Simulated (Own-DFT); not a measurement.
# What a defect does to the pressure of its cell: C40 NbSi2

The numbers are computed, not measured, by runs of the plane-wave DFT program Own-DFT (in-house, retired, unreviewed) at fixed positions, with no spin and no spin-orbit coupling.

Common settings: PBE; PseudoDojo norm-conserving scalar-relativistic files; cutoff 42 hartree; 4 x 4 x 5 k mesh centred on Gamma; cold (Marzari-Vanderbilt) smearing of 0.2 eV.

Keep in mind: forces on such cells failed a check on a denser k mesh; stress not checked against mesh or cutoff.

All runs share one cell, with vectors in Å (0.000, 8.324, 0.000); (-9.613, 0.000, 0.000); (0.000, 0.000, 6.586) and a volume of 527.0 Å³. Atoms were moved at random from their sites; u is the rms move along one axis. The defect's site can differ from row to row.

| cell | formula | u (Å) | P (GPa) |
|---|---|---|---|
| no defect | Nb12Si24 | 0.0199 | 1.52 |
| no defect | Nb12Si24 | 0.0202 | 1.51 |
| no defect | Nb12Si24 | 0.0521 | 2.79 |
| two Si on a Nb site each | Nb10Si26 | 0.0283 | 1.65 |
| two Si on a Nb site each | Nb10Si26 | 0.0300 | ? |
| two Si on a Nb site each | Nb10Si26 | 0.0495 | 2.61 |
| two Si on a Nb site each | Nb10Si26 | 0.0496 | 2.30 |
| two Nb on a Si site each | Nb14Si22 | 0.0277 | 7.47 |
| two Nb on a Si site each | Nb14Si22 | 0.0448 | 7.98 |
| two Nb on a Si site each | Nb14Si22 | 0.0478 | 7.98 |
| one Si vacancy | Nb12Si23 | 0.0278 | 0.96 |
| one Si vacancy | Nb12Si23 | 0.0288 | 0.97 |
| one Si vacancy | Nb12Si23 | 0.0419 | 1.49 |

## What the rows give

P = P0 + c u² + a shift for each defect gives P0 = 1.35 GPa, c = 500 ± 42 GPa/Å² and a scatter of 0.11 GPa. The shifts, and each times the cell's volume:

- two Nb on a Si site each: 5.62 ± 0.10 GPa, 18.5 eV (9.2 eV for each of its 2 sites)
- two Si on a Nb site each: -0.12 ± 0.10 GPa, -0.4 eV (-0.2 eV for each of its 2 sites) (not resolved)
- one Si vacancy: -0.77 ± 0.09 GPa, -2.5 eV

A positive shift means that the defect pushes the cell outwards. Shift times volume (160.2 GPa Å³ is 1 eV) depends little on the cell's size, so, taken for each site, it can be compared between cells at like pressure. The atoms around the defects weren't relaxed, which would change these numbers.

## Test on the hidden row

Asked: what pressure belongs in the blank (two Si on a Nb site each, u = 0.0300 Å)?

The fit gives 1.68 ± 0.14 GPa. DFT gave 1.37 GPa.
